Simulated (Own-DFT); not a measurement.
# Computed records: SiGe3 (diamond-structure random alloy, atoms displaced)

All values are calculated (Own-DFT development build). A calculation, not a measurement: plane-wave density functional theory by an unreviewed code, no spin, of a simulated periodic cell, stress positive in tension, run twice, with PBE and with PBEsol, both on files made for PBE, so the change isn't that of files made for PBEsol, forces on such cells passed a denser k mesh, this cell's mesh not checked; the far tail of each file's local potential was reset to the Coulomb form; each entry is a single point on an unrelaxed cell, so the pressure reflects the starting lattice, mostly measured values (interpolated for alloys), from which strain is counted, and rises with the displacements; printed positions are rounded, which can move forces by about a meV/angstrom; the program, named Own-DFT, is a retired in-house code; no spin-orbit coupling; stress was not checked against mesh or cutoff.

## SiGe3 (diamond-structure random alloy, atoms displaced)

```cif
# cell vector a (Å): 11.2025 0.0000 0.0000
# cell vector b (Å): 0.0000 11.2025 0.0000
# cell vector c (Å): 0.0000 0.0000 11.2025
data_SiGe3
_symmetry_space_group_name_H-M 'P 1'
_symmetry_Int_Tables_number 1
_cell_length_a 11.2025
_cell_length_b 11.2025
_cell_length_c 11.2025
_cell_angle_alpha 90.000
_cell_angle_beta 90.000
_cell_angle_gamma 90.000
_cell_volume 1405.87
loop_
_atom_site_label
_atom_site_type_symbol
_atom_site_fract_x
_atom_site_fract_y
_atom_site_fract_z
_atom_site_occupancy
Ge1 Ge 0.99958 0.99688 0.00083 1
Ge2 Ge 0.00485 0.24473 0.25039 1
Ge3 Ge 0.24387 0.00034 0.25683 1
Ge4 Ge 0.25285 0.24911 0.00278 1
Ge5 Ge 0.13009 0.12427 0.13184 1
Ge6 Ge 0.13227 0.37498 0.36616 1
Ge7 Ge 0.38723 0.12586 0.36872 1
Ge8 Ge 0.38092 0.37138 0.12357 1
Ge9 Ge 0.00082 0.99365 0.49513 1
Ge10 Ge 0.99984 0.26293 0.74956 1
Ge11 Ge 0.26052 0.99745 0.75419 1
Si1 Si 0.25509 0.24753 0.50032 1
Ge12 Ge 0.12473 0.12936 0.62452 1
Ge13 Ge 0.12701 0.37136 0.86626 1
Ge14 Ge 0.37010 0.13065 0.87344 1
Ge15 Ge 0.37780 0.37345 0.62528 1
Si2 Si 0.99812 0.49537 0.99436 1
Ge16 Ge 0.00731 0.75522 0.25901 1
Ge17 Ge 0.25817 0.49346 0.24037 1
Si3 Si 0.25326 0.74698 0.99791 1
Si4 Si 0.12288 0.62685 0.12478 1
Ge18 Ge 0.12178 0.87068 0.37545 1
Ge19 Ge 0.38032 0.62398 0.36972 1
Ge20 Ge 0.37160 0.87661 0.12861 1
Ge21 Ge 0.00432 0.49772 0.50288 1
Ge22 Ge 0.00940 0.75575 0.75106 1
Ge23 Ge 0.23775 0.50180 0.74906 1
Si5 Si 0.25371 0.75522 0.49712 1
Ge24 Ge 0.11600 0.62466 0.62290 1
Si6 Si 0.13077 0.86829 0.87151 1
Ge25 Ge 0.37230 0.62696 0.87512 1
Si7 Si 0.37503 0.87376 0.61701 1
Ge26 Ge 0.50209 0.99556 0.00220 1
Ge27 Ge 0.51454 0.25068 0.25284 1
Ge28 Ge 0.75215 0.00048 0.25303 1
Si8 Si 0.74390 0.25570 0.98845 1
Ge29 Ge 0.62776 0.12890 0.11680 1
Ge30 Ge 0.62508 0.37176 0.36910 1
Ge31 Ge 0.87672 0.12384 0.37568 1
Si9 Si 0.86722 0.37789 0.12759 1
Ge32 Ge 0.50249 0.99899 0.50719 1
Si10 Si 0.49770 0.24668 0.75000 1
Ge33 Ge 0.75707 0.99666 0.74745 1
Si11 Si 0.75249 0.25051 0.49859 1
Ge34 Ge 0.62824 0.11530 0.62700 1
Ge35 Ge 0.61539 0.36970 0.87618 1
Si12 Si 0.86768 0.12328 0.87470 1
Ge36 Ge 0.87034 0.37976 0.61354 1
Ge37 Ge 0.49263 0.50225 0.99990 1
Ge38 Ge 0.49890 0.75098 0.25156 1
Ge39 Ge 0.74221 0.49902 0.25276 1
Ge40 Ge 0.75935 0.75422 0.00468 1
Ge41 Ge 0.63504 0.62420 0.12279 1
Si13 Si 0.62579 0.87355 0.37488 1
Ge42 Ge 0.87630 0.62374 0.37310 1
Si14 Si 0.87429 0.87235 0.11614 1
Ge43 Ge 0.49710 0.49855 0.49025 1
Si15 Si 0.50669 0.74436 0.74500 1
Ge44 Ge 0.75447 0.49404 0.75189 1
Ge45 Ge 0.74682 0.74064 0.49534 1
Ge46 Ge 0.62289 0.62702 0.62203 1
Ge47 Ge 0.63347 0.87390 0.87544 1
Si16 Si 0.87557 0.61834 0.87892 1
Ge48 Ge 0.87036 0.87593 0.62955 1
```

```
functional      : PBE, then PBEsol
potential files : PseudoDojo norm-conserving, scalar-relativistic, standard set
wave cutoff     : 42 hartree
occupations     : Fermi-Dirac
smearing width  : 0.1 eV
k mesh          : 3 x 3 x 3 centred on Gamma
```

## Withheld values
1. What rms change of force components from PBE to PBEsol does the calculation give for SiGe3 (diamond-structure random alloy, atoms displaced)?
2. Give the table of force values for SiGe3 (diamond-structure random alloy, atoms displaced).

## Answers
1. 0.05 eV/Å
2. 
Force:
```csv
force element,PBE force x (eV/Å),PBE force y (eV/Å),PBE force z (eV/Å),PBEsol force x (eV/Å),PBEsol force y (eV/Å),PBEsol force z (eV/Å)
Ge,0.349,0.243,-0.717,0.368,0.259,-0.671
Ge,-1.208,1.112,-0.325,-1.128,1.043,-0.281
Ge,1.152,-0.146,0.017,1.12,-0.138,-0.002
Ge,-0.654,0.228,-0.134,-0.615,0.21,-0.134
Ge,-0.526,-0.223,-1.214,-0.509,-0.21,-1.156
Ge,0.092,-0.378,1.238,0.066,-0.352,1.166
Ge,-1.013,-0.1,1.115,-0.955,-0.114,1.061
Ge,0.469,-0.573,0.209,0.444,-0.538,0.203
Ge,-0.363,0.757,1.265,-0.357,0.736,1.218
Ge,-1.549,-2.002,-0.729,-1.454,-1.909,-0.732
Ge,-1.222,-0.467,-0.989,-1.182,-0.38,-0.942
Si,0.067,0.1,-0.573,0.065,0.101,-0.559
Ge,0.302,-0.565,0,0.264,-0.568,0.022
Ge,-0.011,0.528,2.208,0.01,0.494,2.082
Ge,1.366,-0.608,0.395,1.276,-0.624,0.411
Ge,-0.519,0.05,-0.04,-0.51,0.105,-0.054
Si,0.107,0.172,1.117,0.158,0.117,1.069
Ge,-1.699,-1.306,-2.586,-1.644,-1.254,-2.435
Ge,-0.93,1.467,0.161,-0.867,1.38,0.189
Si,-0.894,0.457,0.705,-0.792,0.44,0.697
Si,0.288,-0.512,-0.626,0.279,-0.5,-0.54
Ge,1.592,0.696,1.182,1.488,0.711,1.105
Ge,-1.403,0.313,0.226,-1.31,0.267,0.183
Ge,-0.345,-0.382,-0.393,-0.297,-0.347,-0.352
Ge,-0.217,-0.147,-1.713,-0.227,-0.132,-1.647
Ge,-1.726,-0.836,0.309,-1.691,-0.832,0.221
Ge,1.687,0.302,-0.488,1.627,0.281,-0.462
Si,-0.265,-1.128,0.113,-0.313,-1.151,0.055
Ge,1.415,1.119,-0.321,1.336,1.047,-0.275
Si,0.61,0.942,1.084,0.559,0.964,1.013
Ge,0.111,0.132,-0.95,0.114,0.055,-0.915
Si,0.416,-0.475,1.278,0.428,-0.373,1.269
Ge,-0.411,0.541,-0.498,-0.389,0.534,-0.464
Ge,-1.338,-0.818,-1.704,-1.298,-0.795,-1.655
Ge,-0.309,-0.553,-0.984,-0.286,-0.473,-0.952
Si,1.25,-0.565,1.231,1.142,-0.537,1.208
Ge,0.621,-0.335,0.233,0.555,-0.353,0.267
Ge,0.831,0.426,2.043,0.762,0.451,1.931
Ge,0.004,0.271,0.276,0.045,0.22,0.226
Si,0.733,-0.668,-0.95,0.705,-0.654,-0.857
Ge,-0.058,-0.69,-1.406,-0.032,-0.601,-1.368
Si,0.347,-0.155,-0.447,0.338,-0.147,-0.428
Ge,-0.641,0.833,1.143,-0.656,0.758,1.063
Si,-0.652,-0.634,-0.15,-0.632,-0.623,-0.149
Ge,0.094,1.807,0.2,0.084,1.678,0.187
Ge,-0.02,0.681,-0.733,-0.028,0.725,-0.708
Si,0.984,0.902,0.106,0.997,0.834,0.064
Ge,0.229,-0.631,0.8,0.276,-0.561,0.825
Ge,1.068,0.205,-0.041,1.034,0.18,-0.044
Ge,1.029,0.278,-0.57,0.956,0.233,-0.575
Ge,1.423,0.057,-0.394,1.341,0.089,-0.354
Ge,-0.489,-1.476,-1.3,-0.556,-1.449,-1.276
Ge,-1.466,0.512,-0.144,-1.426,0.495,-0.126
Si,-0.096,0.174,0.244,-0.097,0.171,0.242
Ge,0.39,-0.432,0.078,0.367,-0.409,0.097
Si,1.184,0.965,2.371,1.158,0.953,2.322
Ge,0.563,-0.271,1.149,0.547,-0.255,1.107
Si,-1.108,1.148,0.461,-1.05,1.09,0.481
Ge,-0.967,0.733,0.085,-0.963,0.677,0.036
Ge,0.274,1.396,0.164,0.293,1.31,0.195
Ge,0.196,-1.452,0.192,0.238,-1.44,0.123
Ge,-0.848,-0.43,-0.378,-0.784,-0.385,-0.333
Si,0.593,0.759,-0.414,0.527,0.793,-0.455
Ge,1.112,-1.346,-1.485,1.081,-1.295,-1.436
```

Further results for SiGe3 (diamond-structure random alloy, atoms displaced):

```
PBE pressure     : 3.83 GPa
PBE stress xx    : -3.76 GPa
PBE stress yy    : -3.92 GPa
PBE stress zz    : -3.82 GPa
PBE stress yz    : -0.66 GPa
PBE stress xz    : -0.15 GPa
PBE stress xy    : -0.84 GPa
PBEsol pressure  : 1.12 GPa
PBEsol stress xx : -1.05 GPa
PBEsol stress yy : -1.2 GPa
PBEsol stress zz : -1.1 GPa
PBEsol stress yz : -0.64 GPa
PBEsol stress xz : -0.16 GPa
PBEsol stress xy : -0.8 GPa
```
